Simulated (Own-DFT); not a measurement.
# A change of arrangement and its cost: Ga32P32, 64 atoms

Calculated results; nothing here was measured. They come from Own-DFT, an in-house plane-wave density functional program, since retired, whose code no person has reviewed. Each row is one single-point run on a periodic cell that was not relaxed, without spin or spin-orbit coupling.

Settings of every run: PBE; PseudoDojo norm-conserving scalar-relativistic files; cutoff 42 hartree; 3 x 3 x 3 k mesh centred on Gamma; Fermi-Dirac smearing of 0.1 eV.

Known limits, some of them of some rows only: not probed for a lower state with spin; forces on such cells failed a check on a denser k mesh; forces on such cells passed a denser k mesh, each cell not checked; stress not checked against mesh or cutoff.

All cells hold the same atoms in the same cell, with vectors in Å (10.901, 0.000, 0.000); (0.000, 10.901, 0.000); (0.000, 0.000, 10.901). Every atom was moved at random from its ideal site; u is the rms move along one axis. The defect's site can differ from row to row. E is the free energy of the cell above the lowest run. The arrangements:

- A: zincblende GaP
- B: zincblende GaP, with one Ga on a P site and one P on a Ga site, 2.4 Å apart

| arrangement | u (Å) | E (eV) | P (GPa) |
|---|---|---|---|
| A | 0.0194 | 0.113 | 2.73 |
| A | 0.0194 | 0.000 | 2.70 |
| A | 0.0203 | 0.107 | 2.72 |
| A | 0.0456 | 2.027 | 3.16 |
| A | 0.0487 | 2.311 | 3.25 |
| A | 0.0531 | 2.907 | 3.36 |
| B | 0.0286 | 3.586 | 2.97 |
| B | 0.0305 | 3.824 | 3.02 |
| B | 0.0306 | 3.766 | 3.06 |
| B | 0.0462 | 4.809 | 3.24 |
| B | 0.0508 | 5.373 | 3.32 |
| B | 0.0512 | 5.302 | 3.29 |

Question: once the cost of the random moves is taken out, how do the arrangements rank?

## Worked answer

Fit E = a + b u², with one b for all and one a for each arrangement, and with residuals divided by u², since the noise grows with the moves. Then b = 1079 eV/Å², the scatter at u = 0.04 Å is 0.16 eV, and against A:

- B: 3.07 ± 0.06 eV (higher)

These are energies of unrelaxed cells. Relaxing the atoms lowers the strained arrangements most, so the gaps would shrink and small ones could change sign.
